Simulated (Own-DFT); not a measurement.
# How strain changes the stress of diamond-structure GeSn with randomly placed atoms, 64 atoms (Ge52Sn12)

All numbers below are calculated, not measured. The program, named Own-DFT, is a retired in-house plane-wave density functional code that no person has reviewed. Each row is one single-point run on a periodic cell that was not relaxed, without spin or spin-orbit coupling.

Settings of every run: PBE; PseudoDojo norm-conserving scalar-relativistic files; cutoff 49 hartree; 3 x 3 x 3 k mesh centred on Gamma; Fermi-Dirac smearing of 0.1 eV.

Known limits: forces on such cells moved up to 12 meV/angstrom on a denser k mesh; stress not checked against mesh or cutoff.

Unstrained cell vectors in Å: (11.628, 0.000, 0.000); (0.000, 11.628, 0.000); (0.000, 0.000, 11.628). The unstrained cell has measured lattice constants (interpolated for alloys), not those of this functional. That, the random moves and any unrelaxed bonds set the pressure at no strain. Each run strains this cell uniformly, with the atoms carried along. Every atom was also moved at random, by a Gaussian of width 0.05 Å on each axis. The random placing of the alloy's atoms differs from row to row. Strain is the symmetric tensor, in per cent. Stress is positive in tension, and the pressure is minus a third of its trace.

| run | e_xx (%) | e_yy (%) | e_zz (%) | s_xx (GPa) | s_yy (GPa) | s_zz (GPa) | P (GPa) | E (meV/atom) |
|---|---|---|---|---|---|---|---|---|
| 1 | 2.00 | 2.00 | 0.00 | -2.58 | -2.70 | -3.31 | 2.86 | 22.7 |
| 2 | -2.00 | -2.00 | 0.00 | -9.17 | -9.18 | -7.86 | 8.74 | 75.5 |
| 3 | 2.75 | 2.75 | 0.00 | -1.37 | -1.27 | -2.62 | 1.75 | 0.0 |
| 4 | -2.25 | -2.25 | 0.00 | -9.45 | -9.52 | -8.35 | 9.11 | 78.1 |
| 5 | 0.25 | 0.25 | 0.00 | -5.23 | -5.28 | -5.38 | 5.30 | 45.2 |
| 6 | 1.75 | 1.75 | 0.00 | -3.07 | -3.07 | -3.76 | 3.30 | 30.8 |
| 7 | -2.75 | -2.75 | 0.00 | -10.79 | -10.87 | -9.19 | 10.29 | 108.9 |
| 8 | -1.50 | -1.50 | 0.00 | -8.49 | -8.45 | -7.82 | 8.25 | 91.1 |
| 9 | 1.25 | 1.25 | 0.00 | ? | ? | ? | ? | ? |

E is the free energy for each atom above the lowest run shown.

## Worked fit

The change of volume is close to e_xx + e_yy + e_zz. A straight line through the runs shown gives P = 5.90 - 76 x (fractional change of volume) GPa, with an error of 2 on the slope and a scatter of 0.18 GPa. The strain isn't the same on all axes, but the crystal is cubic, so the slope still estimates the bulk modulus, averaged over pressures from 1.8 to 10.3 GPa.

## Withheld run

Question: what pressure should run 9 give? Its volume changes by 2.52 %.

The line gives 4.0 GPa. The calculation gave 3.67 GPa.
